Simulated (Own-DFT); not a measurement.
# Strain and stress in beta-Si3N4, 42 atoms (N24Si18)

Everything here is calculated. The program is Own-DFT (plane waves, in-house, since retired, never reviewed by a person); positions were held fixed, and spin and spin-orbit coupling were off.

Method: PBE; PseudoDojo norm-conserving scalar-relativistic files; cutoff 42 hartree; 3 x 3 x 3 k mesh centred on Gamma; Fermi-Dirac smearing of 0.1 eV.

Limits: forces on such cells passed a denser k mesh, each cell not checked; stress not checked against mesh or cutoff.

Unstrained cell vectors in Å: (7.606, 0.000, 0.000); (-3.803, 6.587, 0.000); (0.000, 0.000, 8.727). The unstrained cell has measured lattice constants (interpolated for alloys), not those of this functional. That, the random moves and any unrelaxed bonds set the pressure at no strain. The cell is deformed uniformly in each run, and the atoms keep their fractional places. All atoms carry random offsets, Gaussian with a width of 0.05 Å per axis. Stress is counted positive in tension, P = -(s_xx + s_yy + s_zz)/3, and strain components are those of the symmetric tensor.

| run | e_xx (%) | e_yy (%) | e_zz (%) | e_yz (%) | e_xz (%) | e_xy (%) | s_xx (GPa) | s_yy (GPa) | s_zz (GPa) | s_yz (GPa) | s_xz (GPa) | s_xy (GPa) | P (GPa) | E (meV/atom) |
|---|---|---|---|---|---|---|---|---|---|---|---|---|---|---|
| 1 | 0.91 | -1.85 | 0.90 | -0.32 | -1.07 | 1.56 | -2.45 | -13.39 | -5.36 | -0.46 | -3.71 | 5.34 | 7.07 | 3.8 |
| 2 | -1.93 | 1.64 | -1.20 | 1.53 | -0.61 | 0.20 | -17.72 | -1.58 | -16.24 | 4.79 | -2.18 | -1.97 | 11.85 | 24.2 |
| 3 | 0.62 | 0.07 | 1.07 | 1.17 | -0.16 | 1.61 | -0.78 | -6.74 | -2.98 | 3.05 | -2.07 | 5.84 | 3.50 | 25.2 |
| 4 | 0.73 | -1.85 | -0.41 | 1.87 | -0.12 | -1.95 | -9.32 | -20.57 | -9.48 | 8.47 | -0.85 | -9.11 | 13.12 | 53.0 |
| 5 | 1.34 | -0.03 | 0.71 | 0.84 | 1.54 | -0.98 | -1.36 | -2.66 | -3.64 | 0.81 | 5.53 | -3.52 | 2.55 | 0.0 |
| 6 | -1.96 | 1.56 | -1.26 | 0.60 | 2.00 | 0.87 | -15.96 | -2.41 | -21.59 | 2.76 | 5.84 | 1.03 | 13.32 | 54.8 |
| 7 | 1.47 | 1.37 | -1.95 | 1.55 | -1.56 | -1.81 | 0.75 | -2.07 | -20.43 | 5.93 | -6.54 | -7.82 | 7.25 | 63.3 |
| 8 | 0.96 | -1.88 | 1.74 | -0.66 | -1.28 | -1.18 | -4.99 | -15.25 | 0.22 | -2.33 | -5.59 | -5.09 | 6.67 | 52.8 |
| 9 | 1.67 | 0.22 | 0.80 | -0.10 | -1.95 | -0.95 | 1.90 | -2.05 | -5.42 | 0.88 | -8.78 | -0.83 | 1.86 | 31.0 |
| 10 | 1.44 | -1.10 | -0.55 | 0.82 | -0.52 | 1.11 | -1.06 | -10.55 | -13.29 | 2.09 | -0.19 | 3.85 | 8.30 | 21.7 |
| 11 | 1.89 | -0.91 | -1.71 | 0.16 | -0.61 | -0.81 | -5.08 | -10.61 | -19.96 | -2.65 | -2.03 | -0.48 | 11.89 | 81.8 |
| 12 | 1.48 | -0.71 | -1.58 | 0.22 | -0.98 | -1.54 | -2.09 | -11.83 | -19.50 | 1.30 | -4.94 | -6.63 | 11.14 | 40.3 |
| 13 | -0.11 | 0.93 | -1.55 | -1.76 | 0.56 | -1.37 | -7.80 | -3.32 | -20.47 | -9.66 | 3.12 | -6.41 | 10.53 | 35.8 |
| 14 | 0.47 | 1.09 | 1.22 | 1.26 | -0.40 | 0.66 | 0.75 | -0.02 | -2.78 | 2.90 | 0.11 | 3.25 | 0.68 | 5.3 |
| 15 | 0.45 | -0.69 | -0.66 | -1.76 | -1.66 | 1.89 | -8.08 | -11.50 | -13.34 | -6.72 | -4.96 | 7.43 | 10.97 | 46.5 |
| 16 | -0.42 | 1.98 | -0.59 | -1.64 | -1.99 | 1.19 | ? | ? | ? | ? | ? | ? | ? | ? |

E is the free energy for each atom above the lowest run shown.

## Working it out

Least squares on the runs shown: each stress against a constant and the strains, taken as fractions with shears doubled. Shear strains stay in the fit of a normal stress only where such slopes are resolved. The slopes, in GPa:

```
stress  at no strain  per e_xx  per e_yy  per e_zz  scatter
  s_xx          -7.4  527 ± 52  219 ± 51  172 ± 43     1.90
  s_yy          -7.3  137 ± 50  562 ± 48  122 ± 41     1.81
  s_zz         -10.2   54 ± 44  -10 ± 42  599 ± 36     1.58
```

The slope of each shear stress on twice its own strain, from a fit on all six strains: yz 205 ± 19, xz 188 ± 19, xy 200 ± 13 GPa. These are stiffnesses along x, y and z of the frame in which the cell vectors are given, with the crystal's c axis along z: C11, C12, C13 and C33. Hexagonal symmetry asks that xx and yy behave alike, which is a second check on the noise. No internal relaxation is included, and where it is allowed it would reduce some of the slopes. Symmetry asks for nearly equal slopes across the diagonal; the mismatch is a measure of noise. A ninth of the table's sum, 265 ± 14 GPa, estimates the bulk modulus near the mean pressure of these runs, 8.0 GPa, so it lies above the value at zero pressure.

## Test on the hidden row

Asked: what normal stresses and pressure should run 16 give?

Estimate: s_xx = -6.3, s_yy = 2.5, s_zz = -14.2 and P = 6.0 GPa. The run itself gave -5.89, 2.20, -10.87 and P = 4.85 GPa.
